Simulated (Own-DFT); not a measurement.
Simulation results for SiGe₃ (layered order of Si and Ge on the diamond lattice, atoms displaced)

All values are calculated (Own-DFT development build). A calculation, not a measurement: plane-wave density functional theory by an unreviewed code, no spin, of a simulated periodic cell, stress positive in tension, run twice, with PBE and with PBEsol, both on files made for PBE, so the change isn't that of files made for PBEsol, forces on such cells moved up to 12 meV/angstrom on a denser k mesh; the far tail of each file's local potential was reset to the Coulomb form; each entry is a single point on an unrelaxed cell, so the pressure reflects the starting lattice, mostly measured values (interpolated for alloys), from which strain is counted, and rises with the displacements; printed positions are rounded, which can move forces by about a meV/angstrom; the program, named Own-DFT, is a retired in-house code; no spin-orbit coupling; stress was not checked against mesh or cutoff.

Settings shared by all entries: functional PBE, then PBEsol; potential files PseudoDojo norm-conserving, scalar-relativistic, standard set; wave cutoff 42 hartree; occupations Fermi-Dirac; smearing width 0.1 eV; k mesh 3 x 3 x 3 centred on Gamma.

(1) 
```xyz
64
Lattice="11.2025 0.0000 0.0000 0.0000 11.2025 0.0000 0.0000 0.0000 11.2025" Properties=species:S:1:pos:R:3:PBE_force_x:R:1:PBE_force_y:R:1:PBE_force_z:R:1:PBEsol_force_x:R:1:PBEsol_force_y:R:1:PBEsol_force_z:R:1 formula=SiGe3 PBE_pressure=3.93 PBE_stress_xx=-3.92 PBE_stress_yy=-3.88 PBE_stress_zz=-3.98 PBE_stress_yz=-0.36 PBE_stress_xz=0.25 PBE_stress_xy=1.24 PBEsol_pressure=1.22 PBEsol_stress_xx=-1.21 PBEsol_stress_yy=-1.17 PBEsol_stress_zz=-1.27 PBEsol_stress_yz=-0.33 PBEsol_stress_xz=0.27 PBEsol_stress_xy=1.17 rms_change_of_force_components_from_PBE_to_PBEsol=0.046
Ge     0.0566     0.0480     0.0200     -0.339     -0.317     -0.416     -0.326     -0.302     -0.339
Ge    11.0109     2.7971     2.7212      2.064     -0.633       1.52      2.009     -0.614       1.46
Ge     2.7412     0.0067     2.8409      0.664      0.449     -0.066      0.635      0.436     -0.065
Ge     2.7639     2.8640    11.1907      0.251     -0.702     -1.499      0.251      -0.68     -1.368
Ge     1.4590     1.4732     1.4634     -0.835      0.005     -0.419      -0.82          0     -0.406
Ge     1.4614     4.2303     4.1403     -1.085     -1.534      0.366     -1.043     -1.461      0.352
Ge     4.2228     1.4159     4.1836      0.549     -0.322     -0.625      0.521     -0.303     -0.587
Ge     4.1159     4.2031     1.4014      0.599     -0.245     -0.706      0.577     -0.227     -0.672
Ge    11.1933    11.1864     5.5082     -0.524      0.369      1.997     -0.513      0.358      1.916
Si    11.1213     2.7366     8.3294     -0.783      1.157       2.36     -0.772      1.133      2.231
Si     2.8585     0.0116     8.4120     -0.788      0.783      0.792     -0.762      0.769      0.696
Ge     2.9234     2.8088     5.5416     -1.947     -0.189      0.888     -1.864     -0.169       0.84
Ge     1.2383     1.4337     7.1253      2.428     -1.266     -1.876      2.366      -1.26     -1.889
Si     1.3711     4.2026     9.6489      0.006       -0.4      0.307     -0.008     -0.396      0.382
Si     4.3247     1.3897     9.7920      -0.83      0.533     -0.255     -0.803      0.512     -0.173
Ge     4.2578     4.1500     6.9978     -1.056      0.862     -0.253     -1.034      0.851     -0.346
Ge     0.0732     5.5950    11.1821     -0.462     -0.375     -1.245     -0.446     -0.367     -1.128
Ge     0.1165     8.4108     2.7634      -1.12     -0.173       0.89     -1.092     -0.162       0.86
Ge     2.7595     5.5038     2.7215      0.593      1.295      0.908      0.566      1.245      0.876
Ge     2.8416     8.2730    11.1771     -2.324      1.468      0.645     -2.272      1.455       0.72
Ge     1.3857     6.9010     1.4442      0.484      0.868     -0.803      0.475      0.833     -0.775
Ge     1.3718     9.8884     4.2173       0.97     -1.734     -0.006      0.934     -1.672     -0.023
Ge     4.2044     6.9447     4.1681      0.217      0.269     -0.774      0.203      0.258     -0.735
Ge     4.0339     9.7531     1.4151      0.917      0.584     -0.542      0.903      0.549     -0.516
Ge     0.0509     5.5927     5.5197     -0.681     -0.577       0.72     -0.651     -0.541      0.691
Si     0.0561     8.3285     8.2383     -0.434      1.172      1.831     -0.413       1.15      1.712
Si     2.7971     5.5222     8.3038      0.189      0.908      0.927      0.207      0.903      0.827
Ge     2.8507     8.3415     5.5955     -0.275      0.989      0.081     -0.274       0.95      0.073
Ge     1.3825     6.9583     6.9572      0.863     -0.391     -0.107       0.84     -0.392     -0.187
Si     1.4406     9.8246     9.7577     -0.179     -0.673     -0.222     -0.187      -0.67     -0.145
Si     4.1250     7.1176     9.8264      1.396     -2.693     -1.556      1.341     -2.651     -1.445
Ge     4.2091     9.8615     7.0741     -0.157         -1     -0.313     -0.139     -0.967     -0.375
Ge     5.6383    11.1439    11.1982     -0.582      0.191      0.274     -0.559      0.194       0.33
Ge     5.5802     2.9337     2.7509      0.593     -1.421      0.489      0.573     -1.385      0.486
Ge     8.3977    11.0850     2.8071      0.664      1.227      -0.26      0.633      1.188     -0.244
Ge     8.3822     2.8694    11.1584     -0.173     -0.759      0.423     -0.148     -0.738       0.48
Ge     7.0245     1.3308     1.4593     -0.292      0.953     -0.572     -0.287      0.916     -0.554
Ge     7.1219     4.1116     4.2068     -0.784      1.665     -0.591     -0.771      1.609     -0.575
Ge     9.7759     1.3416     4.2099     -0.122      0.059     -0.727     -0.114      0.061     -0.704
Ge     9.8615     4.1895     1.3527     -1.389      1.397     -0.836     -1.345      1.345     -0.803
Ge     5.5696     0.0482     5.6722      0.243     -0.399     -0.864       0.24     -0.375     -0.846
Si     5.5518     2.8700     8.3086      1.719     -0.899      2.019      1.686      -0.87      1.898
Si     8.3973     0.0565     8.3999      0.217      0.166      0.121      0.221      0.177      0.026
Ge     8.5067     2.8091     5.5729     -0.152     -0.216      0.949     -0.166     -0.218      0.904
Ge     6.9851     1.4584     6.9389      0.494      0.265       0.93      0.472       0.25      0.833
Si     7.0904     4.2644     9.7936     -1.168      0.449     -0.833     -1.143      0.428     -0.746
Si     9.7599     1.4453     9.8568      0.471     -0.449     -0.805       0.46     -0.433     -0.702
Ge     9.7751     4.2285     7.1230       0.35      0.454     -1.041      0.338       0.43     -1.083
Ge     5.5459     5.5783     0.0866      0.498      0.718     -1.481      0.478      0.697     -1.368
Ge     5.6204     8.4867     2.7057     -0.782       -0.1      1.248     -0.749     -0.101      1.202
Ge     8.3983     5.7195     2.6979      0.413     -1.473      0.776      0.405     -1.421      0.761
Ge     8.3957     8.3119    11.1868      0.516      0.934     -1.197      0.488      0.908     -1.084
Ge     6.9779     7.0754     1.4295     -0.503     -0.589     -0.918     -0.478     -0.568     -0.881
Ge     6.9898     9.8800     4.1547     -1.038     -0.784       1.15     -0.989     -0.766      1.099
Ge     9.7636     6.9623     4.2328      0.793      0.598     -0.762      0.764      0.577     -0.741
Ge     9.7989     9.7486     1.4288      0.586     -0.128      -0.94      0.566     -0.125      -0.89
Ge     5.5621     5.5659     5.6136      0.948     -0.317     -0.568      0.912     -0.308     -0.542
Si     5.5306     8.4097     8.4755      0.762      0.798      0.362      0.762      0.799      0.275
Si     8.4780     5.7552     8.4195     -1.213     -0.926      0.109     -1.211     -0.922      0.012
Ge     8.3785     8.4151     5.5299     -0.946     -0.316      0.627     -0.901     -0.297      0.598
Ge     6.8708     6.9972     7.0517      0.825      0.526      -0.03      0.794      0.496     -0.096
Si     7.0585     9.9099     9.7888     -0.167     -1.488     -0.356     -0.182      -1.47     -0.267
Si     9.8861     6.9851     9.7194       0.43       0.77      0.563      0.446      0.765      0.651
Ge     9.7418     9.7453     6.9899      0.419      0.611      0.195      0.398      0.584       0.11
```

Units: PBE_pressure, PBE_stress_xx, PBE_stress_yy, PBE_stress_zz, PBE_stress_yz, PBE_stress_xz, PBE_stress_xy, PBEsol_pressure, PBEsol_stress_xx, PBEsol_stress_yy, PBEsol_stress_zz, PBEsol_stress_yz, PBEsol_stress_xz, PBEsol_stress_xy in GPa; rms_change_of_force_components_from_PBE_to_PBEsol, PBE_force_x, PBE_force_y, PBE_force_z, PBEsol_force_x, PBEsol_force_y, PBEsol_force_z in eV/Å.

(2) 
```xyz
64
Lattice="11.2025 0.0000 0.0000 0.0000 11.2025 0.0000 0.0000 0.0000 11.2025" Properties=species:S:1:pos:R:3:PBE_force_x:R:1:PBE_force_y:R:1:PBE_force_z:R:1:PBEsol_force_x:R:1:PBEsol_force_y:R:1:PBEsol_force_z:R:1 formula=SiGe3 PBE_pressure=4.05 PBE_stress_xx=-4.14 PBE_stress_yy=-4.12 PBE_stress_zz=-3.88 PBE_stress_yz=-0.54 PBE_stress_xz=0.62 PBE_stress_xy=0.1 PBEsol_pressure=1.33 PBEsol_stress_xx=-1.43 PBEsol_stress_yy=-1.4 PBEsol_stress_zz=-1.17 PBEsol_stress_yz=-0.52 PBEsol_stress_xz=0.59 PBEsol_stress_xy=0.09 rms_change_of_force_components_from_PBE_to_PBEsol=0.051
Ge    11.1571    11.1699     0.0752      0.442      0.766      -2.32      0.428      0.742     -2.169
Ge    11.1774     2.7917     2.8260      1.165      0.446     -0.472      1.116      0.425     -0.456
Ge     2.7828    11.1775     2.8125      0.099      0.168      0.079      0.085      0.176       0.08
Ge     2.8394     2.7330     0.0175     -0.677      0.549     -0.733     -0.662      0.538      -0.64
Ge     1.3694     1.3490     1.3886      0.223      0.521      0.489      0.213      0.499      0.484
Ge     1.4389     4.2167     4.1983     -0.258      0.049     -0.475      -0.26      0.048     -0.455
Ge     4.0875     1.4276     4.3304      1.586     -1.154     -1.551      1.532     -1.117     -1.503
Ge     4.2450     4.1839     1.3762     -0.169      0.253      0.484     -0.167      0.247      0.465
Ge     0.0299    11.1819     5.5679     -1.939      1.446      1.535      -1.86      1.398      1.476
Si     0.0190     2.8782     8.3636     -0.341      0.347      1.526      -0.33      0.348      1.414
Si     2.7717     0.0278     8.3378     -0.487      0.082      1.282     -0.485      0.075      1.165
Ge     2.7821     2.7882     5.5876     -0.834      0.956      1.474     -0.801      0.925      1.408
Ge     1.3085     1.4561     7.0907      0.831     -0.419     -0.828      0.818     -0.416     -0.885
Si     1.3752     4.2956     9.8403       1.43     -1.591      -1.25      1.393     -1.551     -1.148
Si     4.1481     1.3205     9.7927      1.101      0.215     -0.121      1.084      0.219     -0.042
Ge     4.2003     4.2845     6.9598      0.049     -1.361      1.135      0.064     -1.313      1.029
Ge     0.1815     5.6657    11.1930     -1.856     -0.455      0.409     -1.798     -0.421      0.479
Ge    11.1662     8.3475     2.8520      0.346      1.354     -0.364      0.339      1.302     -0.343
Ge     2.7705     5.6978     2.7574      1.204     -1.236      1.034      1.146     -1.194      1.011
Ge     2.8184     8.3706    11.1857     -0.236      0.536     -0.658     -0.227      0.522     -0.569
Ge     1.4000     7.0184     1.4639      0.063      1.202     -0.486      0.066      1.149     -0.465
Ge     1.3181     9.8704     4.2801      1.557     -1.864     -1.419       1.51     -1.804     -1.373
Ge     4.0961     7.0550     4.3761      2.054      -1.48      -2.38      1.973      -1.42      -2.31
Ge     4.2486     9.8837     1.2953     -2.296     -1.533       1.54     -2.204     -1.494      1.509
Ge     0.0283     5.5914     5.6150      0.526     -0.151     -0.002      0.509     -0.142     -0.009
Si    11.1803     8.4807     8.3535      0.722     -1.862      1.962      0.693     -1.836      1.849
Si     2.8259     5.5962     8.3879     -0.468      0.196      0.727     -0.459      0.186      0.625
Ge     2.8287     8.3963     5.5975     -2.039      1.556      1.316     -1.967      1.499      1.271
Ge     1.3836     6.9966     7.0241      0.271      0.483       0.45       0.26      0.467       0.36
Si     1.3801     9.8208     9.7690      0.103     -0.085     -0.057      0.103     -0.079      0.023
Si     4.1973     6.9640     9.7939     -0.107      0.841     -1.314     -0.098      0.833     -1.205
Ge     4.1154     9.8562     7.0179      1.042     -1.035      0.482      1.024     -1.017      0.381
Ge     5.6603    11.1399     0.1677      0.239      1.478     -3.291      0.223      1.431     -3.112
Ge     5.6249     2.7781     2.8593     -0.521     -0.625     -0.402     -0.501      -0.59     -0.385
Ge     8.3943     0.0508     2.7460      0.603     -0.553      1.168      0.582     -0.529       1.12
Ge     8.4617     2.8530     0.0293     -0.677     -1.026     -1.421     -0.644     -0.993     -1.305
Ge     7.0603     1.3267     1.3635     -0.222       1.97      0.359     -0.213      1.887      0.368
Ge     6.9955     4.1946     4.1837       0.78      0.283      0.587      0.748      0.266      0.569
Ge     9.7966     1.4904     4.1401     -0.701     -0.996      1.329     -0.673     -0.964      1.271
Ge     9.8346     4.1406     1.3840      1.041      1.152      -0.06      0.989      1.105     -0.036
Ge     5.5925    11.1518     5.6269     -0.438      1.004      0.237      -0.43      0.975      0.226
Si     5.6674     2.8157     8.4831     -1.339     -0.156      0.016     -1.318     -0.171     -0.064
Si     8.3231    11.1543     8.4036      0.532      0.872      0.638      0.532      0.862      0.538
Ge     8.3900     2.7736     5.7542       0.31      0.521     -1.213      0.302      0.507     -1.187
Ge     6.9594     1.4074     7.0655     -0.216     -0.578        0.3     -0.197     -0.558      0.217
Si     6.9862     4.1751     9.8471      0.179      0.345     -0.094       0.18      0.348      0.001
Si     9.7932     1.4467     9.6794     -0.065     -0.392      0.527     -0.073     -0.386      0.582
Ge     9.8617     4.2555     7.0149     -0.758     -0.294      0.496     -0.735     -0.286      0.408
Ge     5.5376     5.6603    11.1351      0.863     -0.835      0.152       0.85     -0.821      0.222
Ge     5.4755     8.4021     2.6816      0.812     -0.343       1.49       0.79     -0.314      1.432
Ge     8.4701     5.5853     2.7268     -0.533      0.321       0.48     -0.506      0.299      0.466
Ge     8.3913     8.4023    11.2022      0.806      0.445      -1.13      0.773      0.422      -1.02
Ge     7.0186     7.0372     1.3053      -0.62     -0.559      1.028     -0.603      -0.53      0.987
Ge     6.9796     9.8801     4.2014      0.075     -1.096     -0.926      0.068     -1.051      -0.89
Ge     9.9036     6.9516     4.2250     -1.656      0.059      0.113      -1.59      0.061      0.097
Ge     9.8099     9.8489     1.4002     -0.635     -1.394      0.688     -0.619     -1.337      0.667
Ge     5.6605     5.6145     5.6943     -1.129     -0.739     -2.146     -1.101      -0.71     -2.068
Si     5.6969     8.3530     8.3487     -1.301      1.001      1.247     -1.265      0.971      1.151
Si     8.4135     5.5131     8.4820     -0.396      0.535     -0.302     -0.383      0.512      -0.38
Ge     8.3810     8.4032     5.6126      0.628      0.207     -0.337      0.601      0.194     -0.321
Ge     6.9380     6.9882     6.9115      2.078      0.473      2.066      2.008      0.447      1.921
Si     6.9907     9.8795     9.8405     -0.026     -1.229     -0.561     -0.045     -1.212     -0.456
Si     9.8080     6.8496     9.8662      0.059       1.56     -0.851       0.08       1.54     -0.759
Ge     9.8004     9.7730     7.1549      -0.88      0.849     -1.686     -0.869      0.828     -1.714
```

Units: PBE_pressure, PBE_stress_xx, PBE_stress_yy, PBE_stress_zz, PBE_stress_yz, PBE_stress_xz, PBE_stress_xy, PBEsol_pressure, PBEsol_stress_xx, PBEsol_stress_yy, PBEsol_stress_zz, PBEsol_stress_yz, PBEsol_stress_xz, PBEsol_stress_xy in GPa; rms_change_of_force_components_from_PBE_to_PBEsol, PBE_force_x, PBE_force_y, PBE_force_z, PBEsol_force_x, PBEsol_force_y, PBEsol_force_z in eV/Å.
